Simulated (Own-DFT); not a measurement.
## Calculated data, GaN (wurtzite, strained, atoms displaced)

Computed with Own-DFT development build. A calculation, not a measurement: plane-wave PBE density functional theory by an unreviewed code, no spin, of a simulated periodic cell, stress positive in tension, free energy of the whole cell less one offset for each atom, forces on such cells passed a denser k mesh, this cell's mesh not checked; offsets are fitted by least squares, one for each functional and potential file, so energies compare only between cells with the same atoms and settings and are not formation energies; the far tail of each file's local potential was reset to the Coulomb form; each entry is a single point on an unrelaxed cell, so the pressure reflects the starting lattice, mostly measured values (interpolated for alloys), from which strain is counted, and rises with the displacements; printed positions are rounded, which can move forces by about a meV/angstrom; the program, named Own-DFT, is a retired in-house code; no spin-orbit coupling.

Settings shared by all entries: functional PBE; potential files PseudoDojo norm-conserving, scalar-relativistic, standard set with the stringent files for Ga; wave cutoff 96 hartree; occupations Gaussian; smearing width 0.01 eV; k mesh 3 x 4 x 3 centred on Gamma.

```json
{"entry": 1, "formula": "GaN", "kind": "wurtzite, strained, atoms displaced", "structure": {"cell_angstrom": [[12.756, 0.0, 0.0], [-4.7835, 8.2853, 0.0], [0.0, 0.0, 10.4478]], "atoms_fractional": [["Ga", 0.0832, 0.21963, 0.99469], ["Ga", 0.16481, 0.11158, 0.26192], ["N", 0.09159, 0.23008, 0.18712], ["N", 0.17169, 0.11942, 0.44537], ["Ga", 0.07789, 0.21236, 0.50264], ["Ga", 0.16612, 0.10768, 0.74714], ["N", 0.0865, 0.23233, 0.6896], ["N", 0.16517, 0.11079, 0.94873], ["Ga", 0.08302, 0.55337, 0.00019], ["Ga", 0.16174, 0.43275, 0.24773], ["N", 0.07774, 0.55114, 0.19578], ["N", 0.16905, 0.4452, 0.44638], ["Ga", 0.09389, 0.56308, 0.4954], ["Ga", 0.17114, 0.44727, 0.75338], ["N", 0.07473, 0.54758, 0.68609], ["N", 0.16929, 0.44359, 0.94189], ["Ga", 0.08572, 0.89702, 0.00422], ["Ga", 0.15811, 0.77329, 0.25861], ["N", 0.08201, 0.8861, 0.18426], ["N", 0.17075, 0.78525, 0.43219], ["Ga", 0.08069, 0.88197, 0.49767], ["Ga", 0.16275, 0.78032, 0.74245], ["N", 0.07742, 0.88955, 0.689], ["N", 0.16646, 0.77151, 0.93819], ["Ga", 0.33843, 0.22259, 0.99119], ["Ga", 0.41344, 0.11191, 0.24901], ["N", 0.33038, 0.22434, 0.18582], ["N", 0.42418, 0.111, 0.42915], ["Ga", 0.3372, 0.22843, 0.49944], ["Ga", 0.42126, 0.11932, 0.74878], ["N", 0.33798, 0.22483, 0.68763], ["N", 0.41797, 0.12218, 0.94031], ["Ga", 0.33157, 0.55473, 0.00032], ["Ga", 0.41066, 0.44224, 0.2486], ["N", 0.32822, 0.5464, 0.19422], ["N", 0.41606, 0.44691, 0.44414], ["Ga", 0.33441, 0.55492, 0.5], ["Ga", 0.42428, 0.44578, 0.75386], ["N", 0.33409, 0.55474, 0.68174], ["N", 0.41734, 0.44584, 0.93284], ["Ga", 0.33409, 0.89148, 0.00414], ["Ga", 0.4086, 0.77761, 0.2514], ["N", 0.33233, 0.87978, 0.18613], ["N", 0.41788, 0.77756, 0.42836], ["Ga", 0.32826, 0.88679, 0.50059], ["Ga", 0.41831, 0.77158, 0.76113], ["N", 0.33182, 0.88781, 0.68869], ["N", 0.41165, 0.76731, 0.93764], ["Ga", 0.58651, 0.2216, 0.00179], ["Ga", 0.66351, 0.10886, 0.24893], ["N", 0.58406, 0.22075, 0.19198], ["N", 0.67031, 0.10987, 0.44104], ["Ga", 0.58253, 0.22066, 0.5021], ["Ga", 0.66862, 0.11301, 0.74694], ["N", 0.58819, 0.23439, 0.69116], ["N", 0.67289, 0.1145, 0.93395], ["Ga", 0.58276, 0.54866, 0.99791], ["Ga", 0.6604, 0.43828, 0.24799], ["N", 0.58016, 0.55857, 0.18351], ["N", 0.66777, 0.44596, 0.44643], ["Ga", 0.57991, 0.55631, 0.50511], ["Ga", 0.67544, 0.44688, 0.74763], ["N", 0.5884, 0.55837, 0.68295], ["N", 0.66829, 0.45927, 0.94356], ["Ga", 0.58644, 0.88194, 0.99584], ["Ga", 0.66696, 0.77598, 0.25646], ["N", 0.5842, 0.89123, 0.18967], ["N", 0.66688, 0.78275, 0.43922], ["Ga", 0.59085, 0.89886, 0.50532], ["Ga", 0.66791, 0.78225, 0.74648], ["N", 0.57737, 0.89334, 0.69304], ["N", 0.66717, 0.7765, 0.94179], ["Ga", 0.83152, 0.22035, 0.00743], ["Ga", 0.92232, 0.10803, 0.25209], ["N", 0.83786, 0.22229, 0.1814], ["N", 0.91763, 0.10422, 0.43582], ["Ga", 0.8326, 0.21804, 0.5043], ["Ga", 0.91253, 0.10201, 0.75034], ["N", 0.83125, 0.2192, 0.68792], ["N", 0.91572, 0.11355, 0.93498], ["Ga", 0.82577, 0.54066, 0.00177], ["Ga", 0.9107, 0.44071, 0.24077], ["N", 0.83371, 0.54685, 0.18443], ["N", 0.91392, 0.44819, 0.43998], ["Ga", 0.83557, 0.54805, 0.50359], ["Ga", 0.91419, 0.44364, 0.74993], ["N", 0.84103, 0.55778, 0.68841], ["N", 0.91573, 0.44264, 0.93401], ["Ga", 0.83422, 0.89405, 0.00301], ["Ga", 0.92233, 0.77899, 0.25374], ["N", 0.83117, 0.88148, 0.18699], ["N", 0.91443, 0.78144, 0.44001], ["Ga", 0.82643, 0.88422, 0.50441], ["Ga", 0.9148, 0.7724, 0.74537], ["N", 0.83664, 0.89026, 0.68793], ["N", 0.92182, 0.78365, 0.94354]]}, "results": {"free_energy_of_cell_above_offsets [eV]": "-5.767", "pressure [GPa]": 5.35, "stress_xx [GPa]": -6.29, "stress_yy [GPa]": -5.16, "stress_zz [GPa]": -4.59, "stress_yz [GPa]": -0.64, "stress_xz [GPa]": -0.12, "stress_xy [GPa]": 0.48, "force_element": ["Ga", "Ga", "N", "N", "Ga", "Ga", "N", "N", "Ga", "Ga", "N", "N", "Ga", "Ga", "N", "N", "Ga", "Ga", "N", "N", "Ga", "Ga", "N", "N", "Ga", "Ga", "N", "N", "Ga", "Ga", "N", "N", "Ga", "Ga", "N", "N", "Ga", "Ga", "N", "N", "Ga", "Ga", "N", "N", "Ga", "Ga", "N", "N", "Ga", "Ga", "N", "N", "Ga", "Ga", "N", "N", "Ga", "Ga", "N", "N", "Ga", "Ga", "N", "N", "Ga", "Ga", "N", "N", "Ga", "Ga", "N", "N", "Ga", "Ga", "N", "N", "Ga", "Ga", "N", "N", "Ga", "Ga", "N", "N", "Ga", "Ga", "N", "N", "Ga", "Ga", "N", "N", "Ga", "Ga", "N", "N"], "force_x [eV/angstrom]": [-0.538, 0.617, -0.756, 0.051, 0.058, -0.351, 0.073, 1.147, -0.299, -0.477, 0.824, -0.156, -1.567, -0.719, 1.365, -0.666, 0.508, 1.054, 0.279, -0.679, -0.62, 0.658, 0.918, -0.34, -2.627, 0.12, 0.509, -1.476, 0.774, 0.151, -0.601, 2.489, 0.59, 1.112, -0.52, 0.659, -0.367, -0.959, 0.611, -0.006, -0.285, 2.286, -2.164, -0.162, 2.182, -1.418, 0.266, 0.358, -0.142, 1.123, -0.547, -0.638, 0.542, -0.48, 0.265, -1.226, -2.068, 0.331, 0.348, -0.375, 0.714, -0.964, 0.061, 1.723, -1.325, -0.567, -0.128, -0.136, -1.559, -0.058, 1.378, 0.576, 0.696, -0.7, -0.322, -0.778, 0.625, 0.385, 0.476, 0.187, 1.173, 1.115, -1.984, 2.208, -1.471, 1.132, -1.275, -0.01, 0.703, -1.265, 0.378, 0.651, 0.999, -0.163, -0.707, -0.802], "force_y [eV/angstrom]": [0.398, 0.002, -2.924, -1.439, 1.678, 1.039, -1.866, 0.606, 0.168, 2.576, 0.234, -0.967, -1.357, 0.479, 1.343, -0.191, -1.765, -0.055, 0.824, -0.467, 1.074, -0.974, 0.108, 1.217, 0.958, -0.441, -0.73, -0.157, -0.475, -1.095, -0.199, -1.84, -0.694, 0.218, 1.29, -0.214, 0.873, 0.298, 0.259, 0.011, -0.54, -0.897, 1.478, 0.336, 0.73, -0.153, 0.413, 1.68, 0.235, -0.118, -0.189, 0.831, 0.485, 0.366, -1.566, -0.61, 1.817, 1.363, -0.713, -0.035, 0.048, 1.155, 0.288, -2.904, 0.852, 0.276, -0.726, -0.822, -1.533, -0.354, -0.35, -0.355, 0.347, -0.028, -0.904, 0.305, 1.111, 1.913, -0.07, -0.144, 2.489, -0.529, 1.077, -1.098, 1.124, -0.759, -0.271, -0.324, -0.776, -0.963, 0.697, -0.729, 0.368, 0.68, -0.847, -0.961], "force_z [eV/angstrom]": [0.677, -1.664, -0.402, -0.259, 0.576, 0.709, 0.217, -2.134, 0.373, 1.533, -0.843, -1.417, 0.708, -0.482, -0.167, -0.491, -0.94, -3.047, 1.943, 1.882, 0.597, 1.39, -1.004, -0.312, 1.744, -0.855, 0.135, 1.652, 0.175, 0.248, 0.07, -0.819, 1.116, 0.603, -1.2, -1.231, -0.363, -1.448, 1.677, 1.002, -0.955, -0.627, 0.146, 2.558, -0.028, -2.106, 0.019, 1.231, -0.216, 0.423, -0.919, -0.483, -0.299, 0.662, -0.388, 0.421, 0.884, 0.884, 0.986, -1.049, -1.444, 0.706, 1.783, -1.932, 1.176, -1.19, -0.563, 0.663, -0.63, 0.922, -0.55, -1.389, -2.291, -0.883, 2.368, 0.574, -0.896, 0.226, 0.037, 0.547, -0.248, 1.959, 0.605, -1.004, -0.516, 0.256, -0.118, 0.738, -0.453, -0.754, 0.849, 0.06, -0.718, 2.095, -0.113, -0.963]}}
{"entry": 2, "formula": "GaN", "kind": "wurtzite, strained, atoms displaced", "structure": {"cell_angstrom": [[12.756, 0.0, 0.0], [-4.7835, 8.2853, 0.0], [0.0, 0.0, 10.4478]], "atoms_fractional": [["Ga", 0.08018, 0.20968, 0.00094], ["Ga", 0.17309, 0.11349, 0.24686], ["N", 0.08532, 0.22744, 0.18593], ["N", 0.16273, 0.11186, 0.43593], ["Ga", 0.08579, 0.22784, 0.49077], ["Ga", 0.16931, 0.11314, 0.74863], ["N", 0.07322, 0.21339, 0.69059], ["N", 0.17207, 0.11893, 0.9327], ["Ga", 0.08316, 0.55751, 0.00049], ["Ga", 0.16708, 0.43531, 0.24709], ["N", 0.08347, 0.55398, 0.18383], ["N", 0.16518, 0.44237, 0.43503], ["Ga", 0.08505, 0.55432, 0.49687], ["Ga", 0.17403, 0.45395, 0.73781], ["N", 0.07661, 0.55461, 0.69361], ["N", 0.16907, 0.44089, 0.93759], ["Ga", 0.07726, 0.89098, 0.00168], ["Ga", 0.16779, 0.77501, 0.25268], ["N", 0.08804, 0.88987, 0.17884], ["N", 0.16077, 0.77792, 0.43155], ["Ga", 0.08091, 0.88445, 0.50214], ["Ga", 0.17773, 0.78754, 0.73963], ["N", 0.08712, 0.88668, 0.68938], ["N", 0.16373, 0.76747, 0.941], ["Ga", 0.33304, 0.21493, 0.00103], ["Ga", 0.40915, 0.10807, 0.25274], ["N", 0.32441, 0.22318, 0.18495], ["N", 0.41748, 0.10731, 0.44218], ["Ga", 0.33374, 0.23163, 0.50093], ["Ga", 0.42934, 0.13484, 0.75401], ["N", 0.32238, 0.2195, 0.68561], ["N", 0.40979, 0.10068, 0.93478], ["Ga", 0.33718, 0.55434, 0.00178], ["Ga", 0.41078, 0.44293, 0.24954], ["N", 0.3256, 0.55596, 0.18565], ["N", 0.41753, 0.44412, 0.44295], ["Ga", 0.34119, 0.55736, 0.49617], ["Ga", 0.40998, 0.44659, 0.75185], ["N", 0.3322, 0.55787, 0.68116], ["N", 0.41646, 0.44465, 0.94413], ["Ga", 0.33741, 0.89701, 0.99875], ["Ga", 0.4135, 0.78051, 0.24687], ["N", 0.33113, 0.89037, 0.18904], ["N", 0.41702, 0.77315, 0.4401], ["Ga", 0.33552, 0.88866, 0.49215], ["Ga", 0.4222, 0.78233, 0.75051], ["N", 0.33371, 0.88847, 0.69427], ["N", 0.41175, 0.77951, 0.93751], ["Ga", 0.58337, 0.22408, 0.00281], ["Ga", 0.66892, 0.10766, 0.24162], ["N", 0.58485, 0.21363, 0.19181], ["N", 0.65887, 0.09837, 0.44207], ["Ga", 0.58068, 0.21697, 0.50187], ["Ga", 0.67018, 0.1208, 0.74972], ["N", 0.58213, 0.22128, 0.68518], ["N", 0.66703, 0.11004, 0.94349], ["Ga", 0.58725, 0.55361, 0.00478], ["Ga", 0.67165, 0.44362, 0.2468], ["N", 0.57664, 0.54833, 0.18438], ["N", 0.67579, 0.45524, 0.44072], ["Ga", 0.58901, 0.55835, 0.50426], ["Ga", 0.66347, 0.44557, 0.74134], ["N", 0.57898, 0.5564, 0.69295], ["N", 0.66162, 0.44014, 0.93076], ["Ga", 0.57287, 0.87496, 0.99761], ["Ga", 0.66396, 0.78392, 0.25596], ["N", 0.58041, 0.88667, 0.19209], ["N", 0.66903, 0.78093, 0.43397], ["Ga", 0.5907, 0.89868, 0.50203], ["Ga", 0.66738, 0.7707, 0.75712], ["N", 0.59025, 0.88332, 0.68918], ["N", 0.66808, 0.77831, 0.93355], ["Ga", 0.83088, 0.2256, 0.00624], ["Ga", 0.91305, 0.11403, 0.25421], ["N", 0.82734, 0.22072, 0.17793], ["N", 0.92216, 0.12484, 0.44329], ["Ga", 0.83823, 0.23034, 0.49769], ["Ga", 0.91652, 0.11093, 0.74556], ["N", 0.83119, 0.21866, 0.6975], ["N", 0.90928, 0.11147, 0.94583], ["Ga", 0.8333, 0.5615, 0.00198], ["Ga", 0.91797, 0.43967, 0.24549], ["N", 0.84026, 0.56616, 0.1849], ["N", 0.91406, 0.4384, 0.43889], ["Ga", 0.82732, 0.55671, 0.51448], ["Ga", 0.9219, 0.46043, 0.74468], ["N", 0.82324, 0.54521, 0.68876], ["N", 0.91418, 0.44509, 0.94346], ["Ga", 0.82588, 0.87595, 0.0031], ["Ga", 0.91284, 0.78047, 0.25045], ["N", 0.83276, 0.87809, 0.18636], ["N", 0.91536, 0.77401, 0.43152], ["Ga", 0.83569, 0.88471, 0.50028], ["Ga", 0.91403, 0.76808, 0.7494], ["N", 0.83711, 0.88988, 0.69368], ["N", 0.91951, 0.78515, 0.94237]]}, "results": {"free_energy_of_cell_above_offsets [eV]": "-3.908", "pressure [GPa]": 5.82, "stress_xx [GPa]": -7.25, "stress_yy [GPa]": -5.8, "stress_zz [GPa]": -4.42, "stress_yz [GPa]": 0.9, "stress_xz [GPa]": 0.78, "stress_xy [GPa]": -0.7, "force_element": ["Ga", "Ga", "N", "N", "Ga", "Ga", "N", "N", "Ga", "Ga", "N", "N", "Ga", "Ga", "N", "N", "Ga", "Ga", "N", "N", "Ga", "Ga", "N", "N", "Ga", "Ga", "N", "N", "Ga", "Ga", "N", "N", "Ga", "Ga", "N", "N", "Ga", "Ga", "N", "N", "Ga", "Ga", "N", "N", "Ga", "Ga", "N", "N", "Ga", "Ga", "N", "N", "Ga", "Ga", "N", "N", "Ga", "Ga", "N", "N", "Ga", "Ga", "N", "N", "Ga", "Ga", "N", "N", "Ga", "Ga", "N", "N", "Ga", "Ga", "N", "N", "Ga", "Ga", "N", "N", "Ga", "Ga", "N", "N", "Ga", "Ga", "N", "N", "Ga", "Ga", "N", "N", "Ga", "Ga", "N", "N"], "force_x [eV/angstrom]": [-1.141, -2.836, -0.219, 1.204, 0.202, -2.307, 2.264, -0.034, 0.765, -1.577, 0.224, 0.871, -0.711, -1.831, 2.364, -0.23, 2.514, -1.071, -0.723, 1.261, -0.385, -1.68, -1.16, -0.238, -0.747, 0.827, 2.942, -1.194, -0.008, -2.021, 2.776, 0.736, -1.902, 0.33, 1.77, 1.073, -1.608, 0.341, 0.957, 0.987, -1.489, 0.32, 0.352, 0.055, -0.418, -0.269, 2.096, 0.93, 0.38, -0.727, -1.754, 0.688, 0.575, 0.443, 0.487, -1.174, -0.97, -0.457, 0.621, -1.438, -0.801, -0.763, 0.196, 0.593, 1.075, 1.008, -0.05, 0.119, -0.156, 0.158, -1.204, -0.789, 0.585, 0.96, 1.09, -0.492, -1.093, -0.934, -0.015, 1.229, 0.574, -0.408, -0.409, -0.476, 2.107, -0.565, 0.775, -0.371, -0.029, 2.342, -2.321, 0.134, -0.407, 0.313, -0.136, -0.878], "force_y [eV/angstrom]": [1.542, -1.772, -2.181, -0.282, -0.64, -0.933, 1.774, -1.357, -1.235, 1.425, -0.276, 1.187, 0.029, -1.995, 1.405, 0.14, 0.172, -0.396, 0.156, -0.176, 0.829, -1.757, -0.192, 2.512, 0.892, 0.702, 0.753, 1.092, -2.008, -2.523, 1.573, 2.752, -0.262, 0.584, 0.623, 0.481, 0.008, -0.394, 0.725, -0.386, -2.722, -0.536, 0.363, 0.905, -0.846, 0.061, 1.874, -0.722, -0.672, -0.374, 1.066, 3.574, 0.646, -1.564, 0.78, -0.547, 0.048, 0.277, 0.496, -1.931, 0.269, -0.708, -0.741, 0.384, 1.624, -1.274, -0.367, -0.241, -3.041, 1.214, 0.862, -1.019, -0.122, -0.337, 0.096, -2.133, -1.638, -0.133, 1.624, -0.948, -0.684, 1.029, -1.546, 1.921, 0.354, -3.047, 1.394, 0.555, 2.361, -0.198, 1.721, 0.103, 1.048, 1.608, -1.367, -1.391], "force_z [eV/angstrom]": [-0.912, 0.75, 0.474, -0.082, 1.913, 0.37, -1.437, 0.593, -0.648, 0.108, 1.354, 0.074, 0.328, 2.267, -2.127, -0.483, -1.182, -1.768, 2.246, 1.389, -0.312, 2.523, -0.418, -1.011, -0.536, -0.036, 0.101, -0.691, 0.003, -0.611, -0.006, 0.277, -0.541, -0.088, 0.65, -1.299, 0.183, 0.532, 0.192, -0.946, 0.354, 0.787, -0.207, -0.758, 1.511, -0.447, -1.798, -0.003, -0.265, 1.54, -0.25, -1.579, -1.032, 1.105, 0.016, -0.608, -1.176, 0.432, 1.525, -0.575, -0.512, 1.594, -0.918, 0.498, 0.233, -1.399, -1.134, 1.538, 0.933, -1.318, 0.152, 1.851, -3.218, -0.925, 3.477, -1.149, 1.662, 2.093, -1.714, -0.659, -0.73, 0.377, 0.603, -0.48, -3.124, 2.335, 0.931, -0.979, -0.472, -0.216, 0.612, 1.715, 0.372, 0.772, -1.078, -1.489]}}
{"entry": 3, "formula": "GaN", "kind": "wurtzite, strained, atoms displaced", "structure": {"cell_angstrom": [[12.756, 0.0, 0.0], [-4.7835, 8.2853, 0.0], [0.0, 0.0, 10.4478]], "atoms_fractional": [["Ga", 0.08278, 0.21397, 0.99877], ["Ga", 0.16907, 0.10583, 0.25867], ["N", 0.07952, 0.21585, 0.18712], ["N", 0.16775, 0.11564, 0.43449], ["Ga", 0.07723, 0.21423, 0.50003], ["Ga", 0.16925, 0.11654, 0.75013], ["N", 0.09025, 0.22636, 0.69319], ["N", 0.17323, 0.11489, 0.94085], ["Ga", 0.08378, 0.55373, 0.99998], ["Ga", 0.16396, 0.43963, 0.25805], ["N", 0.08387, 0.56628, 0.18166], ["N", 0.1677, 0.43986, 0.43774], ["Ga", 0.08756, 0.56166, 0.49927], ["Ga", 0.16266, 0.43889, 0.75134], ["N", 0.08907, 0.55633, 0.69517], ["N", 0.16185, 0.44131, 0.93669], ["Ga", 0.08587, 0.88675, 0.00293], ["Ga", 0.16395, 0.77007, 0.24584], ["N", 0.08604, 0.89352, 0.18544], ["N", 0.17121, 0.79297, 0.42805], ["Ga", 0.08654, 0.89224, 0.49], ["Ga", 0.16711, 0.78526, 0.75773], ["N", 0.06822, 0.8811, 0.68969], ["N", 0.1717, 0.78447, 0.9466], ["Ga", 0.3309, 0.2202, 0.00308], ["Ga", 0.42048, 0.12073, 0.24457], ["N", 0.32673, 0.2151, 0.18546], ["N", 0.41352, 0.11477, 0.43691], ["Ga", 0.3358, 0.22545, 0.49951], ["Ga", 0.40865, 0.11114, 0.75437], ["N", 0.3244, 0.21766, 0.67918], ["N", 0.41645, 0.09747, 0.93563], ["Ga", 0.33313, 0.56215, 6e-05], ["Ga", 0.41408, 0.4454, 0.25876], ["N", 0.33435, 0.55687, 0.18304], ["N", 0.41725, 0.44085, 0.43467], ["Ga", 0.33776, 0.55291, 0.49275], ["Ga", 0.4106, 0.44122, 0.74974], ["N", 0.33072, 0.57091, 0.6826], ["N", 0.42118, 0.45005, 0.94366], ["Ga", 0.3297, 0.88229, 0.99395], ["Ga", 0.42003, 0.78019, 0.24978], ["N", 0.3287, 0.89584, 0.19664], ["N", 0.42023, 0.78138, 0.42584], ["Ga", 0.33576, 0.89058, 0.49954], ["Ga", 0.41075, 0.7796, 0.74533], ["N", 0.33537, 0.88904, 0.68205], ["N", 0.41636, 0.78815, 0.93676], ["Ga", 0.57976, 0.22104, 0.99803], ["Ga", 0.66638, 0.10749, 0.24333], ["N", 0.58179, 0.21666, 0.20354], ["N", 0.65782, 0.10269, 0.4473], ["Ga", 0.57671, 0.21724, 0.49853], ["Ga", 0.66076, 0.10402, 0.75233], ["N", 0.58388, 0.22598, 0.68464], ["N", 0.67004, 0.11092, 0.94039], ["Ga", 0.57707, 0.55233, 0.00288], ["Ga", 0.66471, 0.44181, 0.25205], ["N", 0.58487, 0.5471, 0.19045], ["N", 0.66609, 0.45322, 0.43804], ["Ga", 0.58036, 0.54455, 0.49833], ["Ga", 0.6662, 0.43977, 0.75494], ["N", 0.59156, 0.55048, 0.68426], ["N", 0.66673, 0.44341, 0.93937], ["Ga", 0.57401, 0.88629, 5e-05], ["Ga", 0.67238, 0.78327, 0.25586], ["N", 0.58394, 0.8892, 0.18495], ["N", 0.67223, 0.7857, 0.44428], ["Ga", 0.58512, 0.88868, 0.50161], ["Ga", 0.66469, 0.77133, 0.75907], ["N", 0.5817, 0.88093, 0.68663], ["N", 0.66347, 0.77488, 0.94088], ["Ga", 0.83502, 0.22536, 0.99968], ["Ga", 0.91926, 0.10642, 0.25317], ["N", 0.82832, 0.22418, 0.18825], ["N", 0.91868, 0.11561, 0.43585], ["Ga", 0.83609, 0.22808, 0.503], ["Ga", 0.90761, 0.10365, 0.75519], ["N", 0.82543, 0.22308, 0.68801], ["N", 0.91962, 0.11032, 0.93914], ["Ga", 0.8394, 0.55734, 0.00222], ["Ga", 0.91786, 0.44177, 0.2438], ["N", 0.83428, 0.56002, 0.18604], ["N", 0.91122, 0.43444, 0.44179], ["Ga", 0.82977, 0.54971, 0.4945], ["Ga", 0.91606, 0.44265, 0.74297], ["N", 0.83135, 0.55401, 0.684], ["N", 0.92124, 0.44149, 0.94429], ["Ga", 0.83479, 0.88691, 0.99694], ["Ga", 0.92464, 0.77718, 0.24984], ["N", 0.83889, 0.89611, 0.18669], ["N", 0.92483, 0.78053, 0.43671], ["Ga", 0.83561, 0.89565, 0.50413], ["Ga", 0.92332, 0.78701, 0.7553], ["N", 0.83187, 0.88416, 0.68596], ["N", 0.91613, 0.78038, 0.95006]]}, "results": {"free_energy_of_cell_above_offsets [eV]": "-4.975", "pressure [GPa]": 5.6, "stress_xx [GPa]": -6.6, "stress_yy [GPa]": -5.57, "stress_zz [GPa]": -4.64, "stress_yz [GPa]": -0.48, "stress_xz [GPa]": 0.14, "stress_xy [GPa]": -0.75, "force_element": ["Ga", "Ga", "N", "N", "Ga", "Ga", "N", "N", "Ga", "Ga", "N", "N", "Ga", "Ga", "N", "N", "Ga", "Ga", "N", "N", "Ga", "Ga", "N", "N", "Ga", "Ga", "N", "N", "Ga", "Ga", "N", "N", "Ga", "Ga", "N", "N", "Ga", "Ga", "N", "N", "Ga", "Ga", "N", "N", "Ga", "Ga", "N", "N", "Ga", "Ga", "N", "N", "Ga", "Ga", "N", "N", "Ga", "Ga", "N", "N", "Ga", "Ga", "N", "N", "Ga", "Ga", "N", "N", "Ga", "Ga", "N", "N", "Ga", "Ga", "N", "N", "Ga", "Ga", "N", "N", "Ga", "Ga", "N", "N", "Ga", "Ga", "N", "N", "Ga", "Ga", "N", "N", "Ga", "Ga", "N", "N"], "force_x [eV/angstrom]": [-0.087, -0.909, 0.773, 0.086, 0.892, -0.786, -1.717, -0.706, 0.287, 0.055, 0.746, -0.445, -0.289, 0.607, -1.391, 1.184, -0.721, -0.062, 0.317, 0.849, -0.367, -0.176, 4.609, -1.254, 1.051, -1.077, 0.576, 0.276, -0.494, 1.47, 1.16, -1.233, -0.113, 0.592, -0.376, -0.181, -1.13, 0.63, 1.248, -1.794, 0.308, -1.097, 1.705, -0.128, -0.034, 1.638, -1.797, 0.436, 1.014, -0.161, 0.349, 1.114, 0.601, -0.414, -0.698, -0.848, 2.022, 0.997, -1.648, 1.339, -0.337, 0.688, -2.439, 0.042, 1.912, 0.137, 0.307, -0.169, -0.302, -0.11, -0.371, -0.001, 0.281, -1.029, 1.527, -0.59, -1.002, 0.511, 1.47, -0.726, -0.796, -0.717, 0.287, 0.863, 0.15, -0.228, 0.431, -0.999, -1.478, -1.346, -0.168, -1.499, 0.742, -2.989, -0.291, 1.439], "force_y [eV/angstrom]": [0.965, 0.315, 0.885, 0.058, 0.948, -1.577, -1.153, -0.989, 0.231, 0.16, -2.543, 0.444, 0.056, 0.987, 0.692, 0.121, 0.926, 2.265, -0.5, -1.877, 0.072, -0.672, 2.563, -1.528, 0.545, -1.504, 1.49, -0.288, -0.873, 0.316, 0.823, 1.784, -0.713, -0.275, -0.156, 0.33, 1.162, 1.185, -2.578, -1.337, 1.185, 0.356, -0.598, -0.756, 0.119, 0.571, 0.816, -1.923, 0.104, -0.152, 1.024, 1.536, 0.646, 0.196, -1.241, -0.119, 0.734, 0.208, 1.131, -1.778, 2.27, 0.208, 0.163, 0.122, 0.673, -0.522, -0.56, -1.267, -0.492, -0.255, 0.173, 0.27, -0.875, 0.725, -0.402, -0.433, -2.185, 0.781, -0.693, -0.217, -0.656, 0.427, -0.815, 2.258, 1.069, 0.754, 0.468, 0.741, 0.446, 0.367, -1.354, -0.465, -0.84, -2.808, 0.574, -0.464], "force_z [eV/angstrom]": [0.592, -2.063, 0.286, 1.632, 0.801, 0.475, -1.126, -1.047, -0.373, -2.131, 0.9, 0.721, 0.356, 0.053, -1.088, 0.446, 0.149, 0.201, 0.481, 1.425, 1.586, -1.063, -1.25, -1.587, -0.028, 1.103, 0.653, -0.126, -0.649, -1.451, 1.451, 0.372, -0.441, -2.949, 1.173, 1.249, 0.778, -0.185, -0.055, -1.449, 2.803, -1.39, -1.7, 2.514, -1.315, 0.653, 0.797, -0.832, 0.666, 1.8, -2.346, -1.486, 0.144, -0.49, 0.894, -0.13, 0.618, -0.05, 0.075, -0.705, 0.912, -0.581, 0.616, 0.589, 0.044, -0.612, 0.146, -0.81, 0.089, -1.538, 0.911, 0.416, 0.43, -0.767, -0.17, 0.778, -0.085, -0.8, 0.437, -0.154, -0.287, 0.765, 0.76, -1.313, 0.858, 0.858, 0.802, -1.408, 1.275, -0.081, 0.163, -0.114, -0.673, 0.706, 1.278, -1.778]}}
```
